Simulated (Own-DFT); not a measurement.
GaP (zincblende, strained, atoms displaced) (calculated)

A calculation, not a measurement: plane-wave PBE density functional theory by an unreviewed code, no spin, of a simulated periodic cell, stress positive in tension, free energy of the whole cell less one offset for each atom, forces on such cells passed a denser k mesh, this cell's mesh not checked; offsets are fitted by least squares, one for each functional and potential file, so energies compare only between cells with the same atoms and settings and are not formation energies; the far tail of each file's local potential was reset to the Coulomb form; each entry is a single point on an unrelaxed cell, so the pressure reflects the starting lattice, mostly measured values (interpolated for alloys), from which strain is counted, and rises with the displacements; printed positions are rounded, which can move forces by about a meV/angstrom; the program, named Own-DFT, is a retired in-house code; no spin-orbit coupling. Program: Own-DFT development build.

Settings shared by all entries: functional PBE; potential files PseudoDojo norm-conserving, scalar-relativistic, standard set; wave cutoff 42 hartree; occupations Fermi-Dirac; smearing width 0.1 eV; hardware one NVIDIA H100; k mesh 3 x 3 x 3 centred on Gamma.

(1) 
```xyz
64
Lattice="10.8620 0.0000 0.0000 0.0000 10.8620 0.0000 0.0000 0.0000 10.9361" Properties=species:S:1:pos:R:3:force_x:R:1:force_y:R:1:force_z:R:1 formula=GaP free_energy_of_cell_above_offsets=-28.988 pressure=4.62 stress_xx=-4.64 stress_yy=-4.85 stress_zz=-4.36 stress_yz=-1.3 stress_xz=0.3 stress_xy=0.4 wall_time=575.7
Ga     0.0423    10.7625     0.0670       0.24      0.317      -1.13
Ga    10.8075     2.6270     2.6732      0.604      0.676      0.344
Ga     2.5830     0.0237     2.7615      0.544       0.91     -0.035
Ga     2.6286     2.8507     0.0016      1.544     -0.581     -0.192
P      1.4095     1.3894     1.2568     -0.944      -0.22       0.85
P      1.4129     4.1775     4.0066     -0.879     -1.232      0.756
P      3.9888     1.4629     4.1454      0.466     -1.451      -0.31
P      4.0992     4.1820     1.2881      -0.08     -1.604      1.528
Ga     0.0417     0.0118     5.5088      -0.22     -0.474      0.082
Ga    10.8603     2.6787     8.4029      -0.42      0.148     -0.584
Ga     2.6520     0.1290     8.2285      0.821     -1.132     -0.749
Ga     2.7408     2.7631     5.5426     -2.345     -0.633      -1.68
P      1.3277     1.3880     6.8652     -0.193      0.508      0.022
P      1.3608     4.2045     9.6411     -1.009     -0.406     -0.378
P      4.1109     1.2441     9.5428     -0.025      1.599      0.682
P      4.0067     3.9284     6.7842      1.589      2.501      1.997
Ga    10.7276     5.4661     0.0827      1.792      1.259     -1.344
Ga    10.8197     8.1878     2.8040     -0.025     -0.403     -0.471
Ga     2.7981     5.4858     2.7136     -0.752      0.224     -0.739
Ga     2.7843     8.2769    10.8726     -0.115     -1.788      2.002
P      1.2028     6.8065     1.4013      1.531      0.588     -0.201
P      1.3646     9.4678     4.0932     -0.282      0.566       0.65
P      3.9641     6.7773     4.2057      2.519     -0.993      -1.77
P      3.9312     9.6143     1.3896      1.726      -0.66      0.323
Ga     0.0070     5.5115     5.4605      0.173     -0.727      0.087
Ga     0.0489     8.0050     8.1614     -0.931      1.265       1.11
Ga     2.7892     5.4586     8.3134     -0.927     -0.853     -1.804
Ga     2.8649     8.1966     5.3559     -1.727      0.784      2.126
P      1.3631     6.7817     6.8649      1.311     -0.297     -0.982
P      1.5869     9.4593     9.5586     -3.435      1.037     -1.334
P      3.9585     6.7845     9.6077      1.997        0.9     -0.009
P      4.1488     9.4440     6.8388     -1.132      0.258      0.816
Ga     5.4774    10.7044    10.8457     -0.379      0.534      0.702
Ga     5.5720     2.6776     2.9343     -1.519     -0.267     -1.885
Ga     8.0552     0.0977     2.6805       0.58     -1.268      0.999
Ga     8.2186     2.6885     0.0603     -1.198      1.151     -0.313
P      6.7986     1.3725     1.3604     -1.091      0.278     -0.553
P      6.7917     4.1434     4.0471       1.16      0.349      0.754
P      9.4598     1.3128     4.1752      1.121     -0.647     -1.685
P      9.5515     4.1648     1.2925     -1.132     -2.505      1.692
Ga     5.3465    10.6937     5.3961     -1.612      3.202      2.031
Ga     5.4020     2.6542     8.1307      0.571      -0.23      0.526
Ga     8.0686     0.0092     8.1500     -0.025     -1.054      0.683
Ga     8.2644     2.7607     5.2924     -1.502      0.498      2.039
P      6.7912     1.2383     6.8249     -0.684       1.39     -1.593
P      6.7222     4.1643     9.5316     -0.221     -1.539      0.578
P      9.3124     1.2695     9.6314      1.968     -0.299      -0.11
P      9.5207     4.0336     6.8438      0.454      0.032     -0.116
Ga     5.3614     5.4782     0.0053       0.84      0.515     -0.592
Ga     5.4842     8.2272     2.7471     -1.093     -0.809     -0.524
Ga     8.2823     5.4120     2.7365     -1.268      0.531     -0.646
Ga     8.2072     8.1611    10.8219     -0.467       0.12       1.63
P      6.8038     6.7981     1.3196      0.285      0.322      0.606
P      6.6087     9.5663     4.2037      3.509     -1.552     -2.651
P      9.4544     6.8191     4.1004      0.291      0.113      0.432
P      9.5219     9.5153     1.4046      -0.87     -0.102      0.063
Ga     5.4193     5.3584     5.4761     -0.001      0.971      0.875
Ga     5.5399     8.0379     8.1534     -3.386      0.601      0.971
Ga     8.1762     5.3226     8.2481     -0.237       0.45     -0.774
Ga     8.1273     8.1663     5.4296     -0.413      0.478      0.351
P      6.8878     6.9288     6.9996      1.251     -3.204      -2.75
P      6.7290     9.2781     9.5172      1.043      2.227      0.507
P      9.3834     6.7057     9.6284      1.671      0.252     -1.112
P      9.4509     9.5407     6.8283      0.939     -0.618      0.201
```

Units: free_energy_of_cell_above_offsets in eV; pressure, stress_xx, stress_yy, stress_zz, stress_yz, stress_xz, stress_xy in GPa; wall_time in s; force_x, force_y, force_z in eV/Å.

(2) 
```xyz
64
Lattice="10.8620 0.0000 0.0000 0.0000 10.8620 0.0000 0.0000 0.0000 10.9361" Properties=species:S:1:pos:R:3:force_x:R:1:force_y:R:1:force_z:R:1 formula=GaP free_energy_of_cell_above_offsets=-28.573 pressure=4.44 stress_xx=-4.72 stress_yy=-4.46 stress_zz=-4.14 stress_yz=-1.6 stress_xz=-0.43 stress_xy=-0.73 wall_time=556.7
Ga     0.0415     0.0757    10.8815     -1.134     -1.586     -0.796
Ga     0.0266     2.6767     2.7176     -0.346      0.021     -0.951
Ga     2.8116     0.1127     2.8183     -0.889     -3.029     -1.584
Ga     2.6160     2.7709     0.0458     -0.053     -0.556       0.06
P      1.4039     1.0645     1.3358      0.122       3.13      0.645
P      1.4468     3.9845     4.0253     -0.164     -0.057      1.113
P      3.9252     1.3322     4.1426      2.185      1.923      1.575
P      4.1490     3.9908     1.2628      0.263      0.515      1.127
Ga    10.8487     0.0480     5.3204     -0.592     -1.446      0.058
Ga    10.7536     2.5744     8.2901      1.506      0.834     -1.242
Ga     2.8044    10.8092     8.2592     -0.446      0.509     -0.548
Ga     2.7705     2.7263     5.6742     -0.759      0.029     -0.885
P      1.3595     1.1700     6.6676      0.125      1.147      2.431
P      1.4552     4.1436     9.5077     -0.484     -1.598       -0.6
P      4.0340     1.5804     9.5358     -0.606     -2.057      0.513
P      4.0824     4.0819     6.9630      0.724      0.144     -1.311
Ga     0.0785     5.3069    10.7983     -1.159      1.446      1.258
Ga    10.8550     8.2050     2.6685      0.296     -0.411      0.055
Ga     2.8028     5.3195     2.7288     -0.088      0.522     -0.705
Ga     2.6750     8.2097     0.1173      -0.46     -1.306     -0.908
P      1.2799     6.7473     1.4735       0.88     -0.636     -1.256
P      1.3526     9.4559     4.0045     -0.003      1.227      0.006
P      4.0703     6.7823     4.0618     -0.407      -1.13      0.565
P      4.1320     9.4390     1.3520     -0.232      1.309      0.461
Ga     0.0429     5.3568     5.4161      0.574        0.5      0.448
Ga    10.7715     8.1937     8.1581      0.331       0.04     -0.224
Ga     2.7861     5.5157     8.1834     -1.459     -1.001     -1.128
Ga     2.6880     8.1562     5.3112      0.049     -0.304      1.218
P      1.4356     6.8892     6.9184     -0.797     -0.552     -1.504
P      1.3283     9.4820     9.5196      0.086      0.333      0.423
P      4.0812     6.7185     9.3525      1.025      1.391      3.985
P      4.0554     9.5185     6.7388     -0.106      0.046      0.217
Ga     5.3412     0.0111    10.8090      0.495      0.372      0.627
Ga     5.4656     2.5645     2.8195     -1.257      1.956      0.876
Ga     8.1842     0.0899     2.6592     -1.156     -0.265      0.579
Ga     8.2030     2.6984    10.8616     -2.891      1.975      1.825
P      6.7211     1.5346     1.4109      1.408     -2.461     -2.051
P      6.9126     4.1413     4.0807     -1.357     -1.479      0.121
P      9.4664     1.4295     4.1248      0.074     -0.282     -0.694
P      9.3527     4.0966     1.2634      1.808      0.354      0.956
Ga     5.4103     0.0532     5.4572     -0.347      0.145      0.475
Ga     5.4693     2.7802     8.3226     -0.266     -0.193     -1.316
Ga     8.0866     0.1282     8.2119     -0.087     -1.515     -0.014
Ga     8.0780     2.6891     5.4711      0.492      0.614      0.475
P      6.7388     1.4196     6.8709     -0.483      0.085     -0.288
P      6.7864     4.0688     9.5187      1.291      0.679      1.008
P      9.3657     1.4338     9.6812      2.029     -2.687     -1.538
P      9.4898     4.0623     6.8769      2.022     -2.047     -2.009
Ga     5.5998     5.4890     0.0528     -2.035     -1.354     -2.077
Ga     5.3537     8.0532     2.7675      0.965      1.107     -0.386
Ga     8.1294     5.5152     2.8137      0.687      0.634     -1.412
Ga     8.2456     8.2645     0.1356     -1.471     -2.175     -2.264
P      6.7115     6.8211     1.3052      1.991      1.213      1.858
P      6.6435     9.5617     4.1559      1.895     -0.919     -1.057
P      9.6399     6.8502     4.0535     -0.975     -0.442      0.692
P      9.4917     9.4778     1.3764      1.159      2.246      0.541
Ga     5.4830     5.3817     5.3601     -0.564      0.392      1.069
Ga     5.2797     8.2302     8.2279      1.079     -0.512     -1.131
Ga     8.1756     5.2390     8.0195     -1.636       2.65      2.194
Ga     8.2748     8.1452     5.5354     -2.567     -1.612      -1.46
P      6.7290     6.6905     6.8679      0.444      0.974     -0.424
P      6.7611     9.4091     9.5564      0.488       1.24      0.168
P      9.5614     6.7876     9.4940     -1.041     -0.473      0.663
P      9.3888     9.4947     6.7607      1.821      2.381      1.477
```

Units: free_energy_of_cell_above_offsets in eV; pressure, stress_xx, stress_yy, stress_zz, stress_yz, stress_xz, stress_xy in GPa; wall_time in s; force_x, force_y, force_z in eV/Å.

(3) 
```xyz
64
Lattice="10.8620 0.0000 0.0000 0.0000 10.8620 0.0000 0.0000 0.0000 10.9361" Properties=species:S:1:pos:R:3:force_x:R:1:force_y:R:1:force_z:R:1 formula=GaP free_energy_of_cell_above_offsets=-31.165 pressure=4.02 stress_xx=-4.31 stress_yy=-4.05 stress_zz=-3.7 stress_yz=0.57 stress_xz=0.23 stress_xy=0.92 wall_time=538.9
Ga    10.8059     0.0535     0.0772      1.106     -0.822     -0.197
Ga    10.8087     2.7613     2.6763     -0.164     -0.218       0.07
Ga     2.6187     0.1832     2.8231      1.785     -1.352     -0.253
Ga     2.7069     2.8799     0.0795     -0.285     -1.505     -0.894
P      1.3834     1.3916     1.3986     -0.749      0.756     -0.686
P      1.3062     3.9948     4.0969     -1.225      2.435     -1.992
P      4.1921     1.3987     4.1730      -2.34      0.427     -0.451
P      4.0680     4.0842     1.3536      0.246       0.11      1.707
Ga     0.0614    10.7794     5.3683     -0.529      0.398      0.717
Ga    10.8383     2.7937     8.1594      0.104     -0.594      1.245
Ga     2.7505    10.8270     8.1783     -0.572      0.451     -0.158
Ga     2.4890     2.7197     5.2628      2.893     -1.299      2.601
P      1.2505     1.4495     6.7680      0.819     -1.341      0.491
P      1.3562     4.1532     9.6086       0.17     -1.344     -1.017
P      4.0584     1.3503     9.5954     -0.634      1.084     -0.408
P      4.0569     4.0931     6.8300     -0.251     -1.039     -0.387
Ga    10.8564     5.3158    10.8991     -1.421      1.635      1.106
Ga    10.8100     8.0548     2.7431      0.147      0.768     -0.681
Ga     2.6399     5.4778     2.7615      0.422     -0.636     -0.047
Ga     2.6941     8.1636     0.0537      1.035     -0.727      0.702
P      1.3237     6.7506     1.3828     -0.369      0.036     -0.605
P      1.3927     9.4868     4.0169     -0.475      0.005     -0.109
P      3.9899     6.7992     4.1106      1.471      -0.63     -0.176
P      4.1081     9.4364     1.4694     -0.172      1.045      -0.23
Ga    10.8284     5.4594     5.3670       0.97      -1.18      1.619
Ga     0.0031     8.1706     8.3256     -0.114     -0.354         -1
Ga     2.7703     5.3886     8.2360     -0.276      0.914     -0.593
Ga     2.6853     8.1352     5.3713     -0.277       0.11      0.926
P      1.3271     6.7730     6.7714      0.233      0.102      0.893
P      1.4349     9.4428     9.6320     -0.874      1.435     -0.403
P      4.1059     6.6682     9.6749     -0.616       1.33     -0.734
P      4.0357     9.4697     6.7687      0.306      0.098      0.154
Ga     5.4033     0.0560    10.8581     -0.405     -0.587      1.812
Ga     5.4165     2.7131     2.8317      0.408      0.759     -1.168
Ga     8.1494     0.0141     2.6608      0.637      -0.72      0.839
Ga     8.1038     2.6170    10.8935     -0.905      1.799      1.456
P      6.7602     1.3279     1.4507      -0.55      0.648     -0.911
P      6.7297     4.2480     4.0555     -0.944     -3.123      1.726
P      9.5582     1.3769     4.1128     -0.558     -0.631     -0.638
P      9.3956     4.1868     1.5189      0.707     -1.415     -2.004
Ga     5.3985     0.0793     5.4632       0.49     -1.522      0.915
Ga     5.4654     2.7331     8.2293     -0.845      0.639      0.317
Ga     8.1382    10.8235     8.2558       0.08      0.023     -0.513
Ga     8.0461     2.5515     5.4374      0.553      1.489     -0.026
P      6.6982     1.3845     6.8703      0.812      -0.81      0.269
P      6.8036     4.1914     9.5550       0.81     -1.368     -0.513
P      9.4483     1.3387     9.7196      1.063      0.006     -2.205
P      9.5381     4.0508     6.8295     -1.223      0.414     -0.962
Ga     5.4135     5.2986    10.9255       0.38      0.848      0.633
Ga     5.5912     8.0438     2.7891     -1.555      0.616      0.123
Ga     8.1007     5.3508     2.9054      1.269      2.903     -1.546
Ga     8.0416     8.1062     0.0001     -0.114      0.372     -0.132
P      6.7516     6.7694     1.3430      0.585     -1.213      0.392
P      6.7780     9.4976     4.1592      0.275      0.677     -0.558
P      9.5668     6.7924     4.1927      -1.89      0.617     -1.049
P      9.4683     9.4384     1.2484      0.084      0.058      1.373
Ga     5.4628     5.4040     5.5130     -1.083      0.981      0.285
Ga     5.3955     8.1398     8.2374     -0.051     -0.365     -0.145
Ga     8.1455     5.5118     8.0634      0.773     -0.757      0.972
Ga     8.1156     8.1817     5.4761      0.616     -0.044     -0.033
P      6.8586     6.8059     6.7933     -1.506      0.556      0.019
P      6.7066     9.5367     9.6224      0.545     -0.492     -0.733
P      9.3843     6.8433     9.5811      0.969     -0.931     -0.167
P      9.5205     9.4825     6.7793       0.21      0.473      0.961
```

Units: free_energy_of_cell_above_offsets in eV; pressure, stress_xx, stress_yy, stress_zz, stress_yz, stress_xz, stress_xy in GPa; wall_time in s; force_x, force_y, force_z in eV/Å.

(4) 
```xyz
64
Lattice="10.8620 0.0000 0.0000 0.0000 10.8620 0.0000 0.0000 0.0000 10.9361" Properties=species:S:1:pos:R:3:force_x:R:1:force_y:R:1:force_z:R:1 formula=GaP free_energy_of_cell_above_offsets=-28.989 pressure=4.55 stress_xx=-4.8 stress_yy=-4.55 stress_zz=-4.29 stress_yz=0.52 stress_xz=-1.34 stress_xy=1.14 wall_time=569.7
Ga     0.0819     0.0640     0.0021     -1.572     -2.181     -1.572
Ga     0.0129     2.4878     2.6730     -0.392      1.572       0.08
Ga     2.7265     0.0981     2.8262      0.652     -0.957      0.085
Ga     2.7815     2.6540     0.1044     -1.119      0.053     -0.856
P      1.3822     1.1684     1.3070      1.033      1.876      1.293
P      1.2153     4.1607     4.0810      0.713     -0.689     -0.056
P      4.1770     1.3630     4.1436     -0.805      0.518      0.323
P      3.9994     4.0012     1.3920      1.077      1.497      0.516
Ga     0.0356     0.0168     5.4496     -0.533     -0.463      0.287
Ga    10.8381     2.6459     8.1818     -0.217      0.734      1.052
Ga     2.6651     0.1866     8.3181      0.708     -1.289     -0.502
Ga     2.5862     2.7517     5.5426      0.407      0.143     -1.052
P      1.2545     1.3417     6.8619       1.13       0.02      0.109
P      1.2765     4.1077     9.6563      1.021     -0.879     -0.955
P      4.1972     1.3080     9.7494     -2.229      2.167     -2.697
P      4.1327     4.0134     6.7538     -0.289      0.227       0.97
Ga    10.7738     5.4916    10.8646       0.21      -0.65       2.03
Ga     0.0447     8.2755     2.7935     -0.483     -0.165      -0.09
Ga     2.6859     5.5092     2.7118     -0.495     -0.735     -0.064
Ga     2.6833     8.2446    10.9213      0.471     -1.149      0.786
P      1.2408     6.8647     1.4287      0.937     -0.206     -1.011
P      1.4058     9.4940     4.2237     -0.137      0.984     -1.255
P      4.0416     6.8248     4.0584     -0.656     -1.157      1.656
P      4.0581     9.6323     1.2980     -0.448     -1.538      1.792
Ga    10.8414     5.6976     5.4548      0.827     -3.592      1.564
Ga     0.0758     8.1868     8.1761     -2.349     -0.999     -0.815
Ga     2.7093     5.4148     8.1388      0.394     -0.388       0.52
Ga     2.5859     8.1007     5.5208      2.002      0.432     -0.308
P      1.3528     6.8142     6.8101     -0.065     -0.747      1.358
P      1.4156     9.3343     9.4228      0.154      2.966      1.313
P      4.0895     6.8259     9.5504     -0.502     -0.188      0.103
P      4.0540     9.4940     6.7766      -0.22      0.384      0.735
Ga     5.3418     0.0199     0.0006      3.242     -1.231      1.521
Ga     5.4779     2.6790     2.6719     -0.508      0.844      1.111
Ga     8.0802    10.8364     2.7424      0.825      0.113      0.416
Ga     8.2930     2.8075    10.8829     -1.144     -0.876      0.965
P      6.8326     1.4203     1.4512      0.377     -0.795     -1.794
P      6.9399     4.0743     4.1778     -3.053      0.886     -2.073
P      9.5392     1.3774     4.2116     -0.615     -0.504     -1.142
P      9.3762     4.0343     1.4313      1.823       0.79       0.54
Ga     5.5101    10.7712     5.4457     -1.606      1.913      1.902
Ga     5.4709     2.6425     8.2613      0.199       0.42     -0.262
Ga     8.2171    10.7969     8.2546     -0.157      0.482      -0.62
Ga     8.1563     2.8659     5.3684      0.982       -2.9      1.806
P      6.8538     1.3699     6.8430     -0.046     -0.343     -0.224
P      6.8858     4.0017     9.6301     -1.364      1.084     -0.774
P      9.4757     1.3804     9.6292      1.007     -0.927     -0.595
P      9.4697     3.9024     6.8174      1.433      2.043      0.022
Ga     5.4282     5.5002     0.0114     -0.318     -1.282     -0.412
Ga     5.3923     8.0558     2.8757      1.074      1.865     -1.776
Ga     8.0593     5.4675     2.8443       1.36      0.571     -0.948
Ga     8.0678     8.2037    10.8453      0.761     -0.732      1.577
P      6.7716     6.7751     1.3409      0.172       0.74       1.06
P      6.7877     9.5616     4.2663      0.459     -1.454     -3.198
P      9.6527     6.7978     4.1468     -3.462      2.191     -1.986
P      9.4901     9.4846     1.3563     -0.059      0.492      0.011
Ga     5.5213     5.3984     5.4067     -0.444      0.693      0.761
Ga     5.4436     8.1249     8.1369     -0.353      0.599      0.547
Ga     8.2319     5.3090     8.1295      0.067       0.04      1.307
Ga     8.0459     8.2188     5.4750      0.995     -1.999      0.621
P      6.8480     6.7265     7.0120     -0.252      0.204     -2.042
P      6.8241     9.4963     9.5866     -1.535      0.893     -0.805
P      9.4433     6.7927     9.6776      0.035      0.454     -2.313
P      9.4711     9.5003     6.7110      0.879      0.121      1.458
```

Units: free_energy_of_cell_above_offsets in eV; pressure, stress_xx, stress_yy, stress_zz, stress_yz, stress_xz, stress_xy in GPa; wall_time in s; force_x, force_y, force_z in eV/Å.
